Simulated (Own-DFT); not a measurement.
# Computed records: SiC (4H silicon carbide, atoms displaced)

All values are calculated (Own-DFT development build). A calculation, not a measurement: plane-wave PBE density functional theory by an unreviewed code, no spin, of a simulated periodic cell, stress positive in tension, free energy of the whole cell less one offset for each atom, forces on such cells passed a denser k mesh, this cell's mesh not checked; offsets are fitted by least squares, one for each functional and potential file, so energies compare only between cells with the same atoms and settings and are not formation energies; the far tail of each file's local potential was reset to the Coulomb form; each entry is a single point on an unrelaxed cell, so the pressure reflects the starting lattice, mostly measured values (interpolated for alloys), from which strain is counted, and rises with the displacements; printed positions are rounded, which can move forces by about a meV/angstrom; the program, named Own-DFT, is a retired in-house code; no spin-orbit coupling.

Common to all runs: functional PBE; potential files PseudoDojo norm-conserving, scalar-relativistic, standard set; wave cutoff 42 hartree; occupations Fermi-Dirac; smearing width 0.1 eV; hardware one NVIDIA H100; k mesh 4 x 4 x 3 centred on Gamma.

(1) 
```xyz
72
Lattice="9.2481 0.0000 0.0000 -4.6241 8.0091 0.0000 0.0000 0.0000 10.0681" Properties=species:S:1:pos:R:3:force_x:R:1:force_y:R:1:force_z:R:1 formula=SiC free_energy_of_cell_above_offsets=-5.593 pressure=5.49 stress_xx=-5.48 stress_yy=-4.66 stress_zz=-6.33 stress_yz=0.34 stress_xz=-0.73 stress_xy=-0.68 wall_time=349.6
Si    -4.5474     7.9728     4.0950     -2.005      0.852      0.248
Si    -0.0430     1.7494     1.5562     -0.049      1.051      0.199
C      0.1189     0.0127     0.9919     -3.537      0.263     -1.536
C     -0.0220     1.7469     3.4283     -0.497      0.041      0.368
Si     7.5665     2.6631     4.0245      5.747      1.921      2.412
Si    -1.4971     4.3995     1.5109      -1.55      1.822      1.646
C      7.6416     2.7009     0.8896      0.751     -1.501      1.813
C     -1.5260     4.4379     3.4371      -0.12     -0.009      0.186
Si    -3.0193     5.3601     4.1917     -0.524     -1.572     -2.041
Si    -3.1603     7.1362     1.6405      4.022     -0.894      -0.62
C     -3.0865     5.4224     1.0042      0.434     -1.375     -1.531
C     -3.0647     7.0538     3.4819     -0.432      0.739       0.82
Si    -1.5751     7.9235     4.1140       1.02      1.531      0.056
Si     2.9844     1.8316     1.5991      1.452     -1.146     -1.391
C     -1.4372     7.9919     0.9304     -4.534      1.846     -1.005
C      3.0598     1.7200     3.4637      0.211       0.45       0.14
Si     1.5050     2.6115     4.0492      0.207      0.842      -0.19
Si     1.5645     4.4431     1.5006     -0.502      0.108      1.411
C      1.4402     2.6934     0.9023      0.789      -0.74     -0.025
C      1.5681     4.4890     3.4573      -0.78     -1.758     -0.303
Si     0.0072     5.3089     4.1326     -0.164      0.035     -0.538
Si    -0.0413     7.2219     1.5289      2.444     -3.255      1.737
C      0.0038     5.2408     0.8806      0.291          2      1.021
C     -0.0418     7.0942     3.4979      0.717      0.019     -1.165
Si     1.5209     7.9614     4.0771     -0.198       0.81      1.339
Si     6.1371     1.7747     1.5667     -0.799      0.901     -0.062
C      6.1398     0.0403     0.8750      0.846     -0.823      1.683
C      6.2480     1.7912     3.4983     -5.196     -2.626     -1.929
Si     4.6054     2.6899     4.1149      0.393     -0.875     -0.565
Si     4.6008     4.5284     1.5954      3.302     -2.845       0.17
C      4.5472     2.6755     0.9072      0.896      0.455      1.229
C      4.6633     4.4616     3.4646      0.464     -0.474      0.641
Si     3.1204     5.1995     4.0830      -0.61      2.753      0.646
Si     3.0696     7.1455     1.6792      0.289     -0.337     -2.282
C      3.1647     5.2734     1.0384     -3.247      2.883     -2.212
C      3.0475     7.1280     3.4959      1.356     -1.145      0.861
Si    -4.5718     7.9526     9.1005     -0.011      1.369       0.86
Si     4.5046     6.2945     6.5736      2.535     -1.158      1.198
C      9.2333     0.0160     6.0208      0.187      0.012     -1.418
C      4.6871     6.2403     8.4842     -1.337     -0.851     -0.281
Si    -3.0208     5.4132     9.0805     -2.659     -2.521      2.321
Si     6.1443     3.6242     6.5858      0.803     -2.808      1.559
C      6.1190     5.2735     5.9940       0.27      3.908      0.681
C      6.1557     3.4985     8.5778      1.725      2.543     -2.021
Si    -1.5441     2.6834     9.1785      0.074     -0.925     -2.162
Si     7.7182     0.9160     6.5878     -0.904      0.263      0.937
C     -1.5268     2.7132     5.9729     -1.038     -0.764     -0.468
C      7.7527     0.8857     8.5706     -0.479     -0.126     -1.012
Si     6.1312     0.0120     9.0986      0.681     -0.239     -0.606
Si     1.5152     6.1728     6.6143      -0.52      0.759      0.472
C      1.5500     7.9585     6.0386      0.228      0.674     -1.026
C      1.4277     6.2377     8.4915      1.699     -0.815      0.879
Si     3.1527     5.2700     9.1682     -1.032       0.31     -0.716
Si     3.1352     3.6391     6.5845     -0.914     -3.328      0.664
C      3.0751     5.3379     6.0608     -0.786      0.464     -2.293
C      3.0936     3.4461     8.4493      0.029      1.741      1.039
Si     4.7316     2.6275     9.1033     -3.674      0.647      1.184
Si     4.6419     0.8552     6.6472      0.426      1.337     -1.243
C      4.6432     2.6958     5.9897      0.073     -0.545     -0.234
C      4.5609     0.9411     8.4755      2.255     -1.587      0.091
Si    -1.4299     7.9372     9.0655     -2.321      1.307      1.629
Si    -1.5326     6.3129     6.6977     -0.385     -1.672     -2.694
C      3.1621     0.0170     5.9831     -2.282     -0.501      0.371
C     -1.5727     6.1744     8.4857      2.201      1.134      0.579
Si    -0.0546     5.2551     9.1427      1.156      1.071     -1.213
Si    -0.0034     3.4990     6.6556      0.641       0.91     -3.354
C     -0.0495     5.3613     6.0129      0.528     -1.123     -0.072
C     -0.0283     3.5532     8.4198     -0.101     -0.688      2.485
Si     1.4672     2.6440     9.0714       1.73     -0.135       0.15
Si     1.4769     0.9003     6.6669      2.153     -0.487     -2.738
C      1.6168     2.5550     5.8802     -1.147      2.464      1.865
C      1.6014     0.8712     8.4114     -0.691     -0.585      3.359
```

Units: free_energy_of_cell_above_offsets in eV; pressure, stress_xx, stress_yy, stress_zz, stress_yz, stress_xz, stress_xy in GPa; wall_time in s; force_x, force_y, force_z in eV/Å.

(2) 
```xyz
72
Lattice="9.2481 0.0000 0.0000 -4.6241 8.0091 0.0000 0.0000 0.0000 10.0681" Properties=species:S:1:pos:R:3:force_x:R:1:force_y:R:1:force_z:R:1 formula=SiC free_energy_of_cell_above_offsets=-4.145 pressure=5.84 stress_xx=-6.48 stress_yy=-5.01 stress_zz=-6.02 stress_yz=0.85 stress_xz=0.85 stress_xy=-1.12 wall_time=345.8
Si     4.5949     7.9002     4.0300      1.682       2.51      1.641
Si    -0.0355     1.8663     1.6079     -0.001     -2.181     -0.832
C      4.5810     7.9969     0.9232        0.2      0.606      2.621
C     -0.1055     1.7157     3.4678      1.423      0.274     -0.173
Si    -1.5176     2.6976     4.1912     -1.344     -0.959     -4.723
Si    -1.4861     4.3771     1.4668     -0.424      2.621      1.605
C      7.6532     2.6600     0.9741      1.844      0.099     -1.389
C     -1.5561     4.3923     3.4226     -0.181       0.45      0.315
Si    -3.0356     5.3234     4.1185     -1.534     -1.245      -0.57
Si    -3.0704     7.1411     1.6390     -0.115     -0.663      -4.13
C      6.1626     5.2546     0.9091      0.761      1.523      1.684
C     -3.1715     7.0149     3.3808      1.401      1.429      3.156
Si     3.0340     0.0992     4.1258       0.84     -3.104     -0.668
Si     3.0589     1.8524     1.5464      0.835     -1.794     -0.315
C      3.0905     0.0007     0.8779     -0.256       0.41        2.6
C      3.1611     1.7462     3.4457     -2.712        1.5      -0.51
Si     1.4475     2.6181     3.9738      1.945     -0.274      2.209
Si     1.6141     4.4548     1.5609     -1.235      0.553      0.917
C      1.4892     2.7260     0.8923      0.428     -0.346      1.597
C      1.4442     4.4013     3.5965      1.305      1.269     -2.029
Si    -0.1146     5.2636     4.1660      1.695      2.243     -1.414
Si     0.0655     7.1335     1.4798     -3.239     -0.279      2.642
C      0.1013     5.3748     0.9144     -1.105     -1.125      0.395
C     -0.0070     7.1766     3.4322     -0.474      -1.34      0.962
Si     6.1885     0.0582     4.0469     -1.756     -0.209      1.186
Si     6.1690     1.8446     1.5722     -1.099     -1.658     -0.115
C      6.0920     0.0253     1.0054      3.089      0.601      -1.45
C      6.1063     1.7981     3.4052      3.291     -0.443      0.708
Si     4.7019     2.5829     4.0543     -2.701      2.584      0.907
Si     4.6356     4.4444     1.5707     -0.453     -0.042      0.098
C      4.6618     2.6662     0.9893     -1.401      0.788     -1.836
C      4.5284     4.3890     3.4622      1.681      0.941      0.265
Si     3.0829     5.3731     4.1183     -0.832      -1.18     -1.167
Si     3.0327     7.1140     1.6766      0.542      0.374     -2.366
C      3.0793     5.3460     0.8908       0.96      0.206      0.867
C      3.0824     7.2193     3.5263      -1.64     -3.157     -0.971
Si     9.1194     0.0982     9.1987      3.332     -2.114     -1.695
Si     4.6186     6.2375     6.5491       1.88      1.023      1.508
C      0.0270     0.0466     5.9587     -0.499      -1.47     -1.148
C      4.5844     6.3034     8.4186       0.51     -0.359      1.311
Si    -3.0651     5.3734     9.1869      -0.64      0.616     -2.772
Si     6.1524     3.6138     6.6031      0.279     -2.426      0.101
C     -3.0073     5.2973     6.0576     -0.985      1.771     -2.644
C      6.1238     3.6116     8.4405      1.316     -0.423      1.376
Si    -1.4288     2.7430     9.1457     -5.332     -2.399      0.177
Si     7.7305     0.8755     6.5927      0.119      0.608      1.305
C      7.6816     2.6212     5.8785      0.758      1.369      5.166
C      7.6444     0.8685     8.6167     -0.571      1.813     -2.324
Si     1.5290     7.8777     9.1394     -1.128      2.656      0.024
Si     1.6100     6.1386     6.5422       -0.1      2.937      1.455
C      6.2067     0.0948     6.0026     -0.827     -2.342     -1.125
C      1.4640     6.1466     8.5069      4.471       1.11     -2.215
Si     3.1637     5.2945     9.0297     -1.103       1.39       1.16
Si     3.0816     3.5129     6.5689      1.041      0.709      0.628
C      3.1769     5.3469     5.9377     -1.614     -1.035      0.637
C      3.1350     3.5415     8.5206     -2.529       0.66     -1.461
Si     4.5992     2.6988     9.0579      1.836     -1.586       1.62
Si     4.6285     0.9298     6.5514     -0.425     -0.797      1.554
C      4.6132     2.6913     5.9451      0.717     -0.238     -0.281
C      4.5102     0.9056     8.4661      2.606      0.016      0.045
Si     3.0738     0.0393     9.1611     -1.034       0.07     -1.478
Si    -1.4813     6.1868     6.5381     -1.117      1.408      3.302
C     -1.5859     7.9577     6.0378      1.377      0.788     -2.321
C     -1.5711     6.3442     8.5084      0.993     -2.381      -0.28
Si     0.0556     5.4321     9.1323     -4.255     -1.751       0.27
Si     0.0606     3.5772     6.6112     -0.983     -1.545      0.052
C      0.0455     5.3529     6.0798     -0.162     -1.253     -2.153
C     -0.0775     3.5871     8.5194      2.764      1.817     -1.341
Si     1.4553     2.7576     9.1218      1.903     -2.309     -1.043
Si     1.5517     0.8761     6.5321     -0.198     -0.539      3.273
C      1.6110     2.6086     6.0267     -1.764      1.314     -1.838
C      1.5487     0.8591     8.5327     -2.055      1.909     -0.564
```

Units: free_energy_of_cell_above_offsets in eV; pressure, stress_xx, stress_yy, stress_zz, stress_yz, stress_xz, stress_xy in GPa; wall_time in s; force_x, force_y, force_z in eV/Å.

(3) 
```xyz
72
Lattice="9.2481 0.0000 0.0000 -4.6241 8.0091 0.0000 0.0000 0.0000 10.0681" Properties=species:S:1:pos:R:3:force_x:R:1:force_y:R:1:force_z:R:1 formula=SiC free_energy_of_cell_above_offsets=-2.019 pressure=6.9 stress_xx=-7.19 stress_yy=-5.56 stress_zz=-7.95 stress_yz=-0.04 stress_xz=-1.47 stress_xy=-0.49 wall_time=384.7
Si     4.6229     7.9705     4.0370     -0.068       2.29      0.864
Si     0.0934     1.8223     1.5535     -1.774      -1.94      0.619
C     -4.5619     7.9427     0.8925     -1.769       0.48      0.633
C      0.0334     1.8469     3.4683     -1.161     -0.768     -0.155
Si    -1.5801     2.7456     4.1416      0.468     -2.487     -1.603
Si    -1.6960     4.4464     1.6538      4.909      -2.03     -2.987
C     -1.4819     2.6464     0.9244     -1.296      0.929      0.472
C     -1.5810     4.4448     3.3682     -0.279      1.045      4.414
Si     6.0664     5.4101     4.0387      2.429      -0.12      1.608
Si    -3.0375     7.1491     1.5703     -2.009     -0.827      0.886
C     -2.9959     5.3393     0.9952     -3.428      1.189     -1.805
C     -3.0783     7.1705     3.4748      0.582     -0.459     -0.405
Si     2.9671     0.1351     4.2217       2.16     -2.141     -2.586
Si     3.1659     1.8357     1.5379     -0.918     -1.679      0.822
C     -1.6129     7.9556     0.9878      3.397      1.955     -1.935
C      3.0628     1.7899     3.4740      0.884      1.035     -0.351
Si     1.5463     2.6757     4.0946      0.296      0.323      0.783
Si     1.5996     4.4565     1.6087     -1.023     -1.217     -2.977
C      1.5748     2.5944     0.9164      1.009       2.01       0.67
C      1.6122     4.4217     3.3475     -0.978      0.563      3.697
Si     0.0082     5.3162     4.0400      0.663      1.533     -0.303
Si    -0.0304     7.0464     1.5153      0.172      3.705      2.766
C      0.1202     5.4324     0.9685     -1.694     -3.952     -1.056
C      0.1750     7.2370     3.5100     -10.65     -6.503     -4.206
Si     1.4086     7.9465     4.1328      9.671      4.345      1.557
Si     6.1448     1.7792     1.4907      1.966     -0.802      2.603
C      1.5474     7.9546     1.0111     -1.891      1.411     -1.975
C      6.1579     1.6864     3.5521      0.192      2.462     -1.526
Si     4.6505     2.6171     4.1914     -0.645      0.603      -2.33
Si     4.6655     4.4877     1.6182     -0.221      -0.12     -0.118
C      4.7094     2.7352     0.9778     -0.879      0.017     -1.432
C      4.5799     4.5809     3.5078      1.418     -3.383     -1.018
Si     3.1064     5.3678     4.0209     -2.055      0.939      2.498
Si     2.9770     7.0840     1.5372      3.954      -0.77      1.458
C      3.1024     5.1908     0.8845      0.405      2.671      0.682
C      3.1350     7.1350     3.4910     -2.149     -0.527     -1.322
Si     4.6455     7.9292     9.0750     -1.169      1.905      1.319
Si     4.7076     6.2074     6.6033     -1.778      0.803     -1.453
C     -4.5184     7.9979     5.9196     -2.682     -0.725      0.226
C      4.7141     6.2792     8.3875     -1.499     -2.412      2.822
Si     6.1091     5.2831     9.1476      1.556      1.225     -0.863
Si     6.1914     3.5355     6.5514     -1.479     -0.496      0.225
C      6.1916     5.2873     6.0454      -0.23      0.004     -2.524
C      6.1561     3.5143     8.4004      1.845      2.216      0.938
Si     7.6795     2.6906     9.1279      1.521      0.322      0.269
Si     7.6878     1.0267     6.6883      1.321     -3.843     -0.909
C      7.6976     2.6535     6.0102      0.253      2.378     -1.047
C      7.7422     0.9741     8.5410     -0.776      -2.17     -0.002
Si     1.5171     7.9657     9.1956      0.908      1.148     -1.451
Si     1.5364     6.2812     6.6837      0.945       0.23     -4.206
C      6.2832     0.0655     5.8833     -1.696     -0.896      3.549
C      1.6163     6.2432     8.3885     -1.738       0.34      5.032
Si     3.0535     5.3389     9.1174      1.051     -0.342     -1.214
Si     3.1614     3.6335     6.6210     -2.596     -2.248      0.546
C      3.0686     5.3358     6.1004      0.848      1.341     -2.639
C      3.0464     3.5453     8.5244      1.335      0.578     -0.386
Si     4.6989     2.8252     9.0492     -2.877      -3.31      1.648
Si     4.6424     0.8564     6.5748      0.499      -0.53      1.018
C      4.5522     2.5965     5.9932       1.75      1.566      0.528
C      4.7102     0.9644     8.4975     -1.728     -0.944      0.325
Si    -1.6127     7.9792     9.0531      0.968      1.879      1.249
Si    -1.5471     6.1548     6.5944      0.477      1.112     -0.012
C     -1.5459     7.9396     5.9998      0.509      0.341      1.023
C     -1.5420     6.2694     8.4607     -0.289     -2.017      0.618
Si    -0.0621     5.3384     9.1468      1.595      0.402     -0.206
Si    -0.0822     3.6301     6.5805      3.032     -1.187      1.057
C      0.0167     5.3950     5.9541     -0.196     -0.897     -0.367
C      0.0476     3.5823     8.5255      -1.54      0.169     -0.349
Si     1.5501     2.6532     9.1714     -0.386     -0.692     -1.784
Si     1.5362     0.7779     6.5847      0.627      2.765       1.07
C      1.5789     2.6307     6.0210     -0.603      0.998      -0.59
C      1.4325     0.8403     8.4846      2.531      1.207     -0.402
```

Units: free_energy_of_cell_above_offsets in eV; pressure, stress_xx, stress_yy, stress_zz, stress_yz, stress_xz, stress_xy in GPa; wall_time in s; force_x, force_y, force_z in eV/Å.
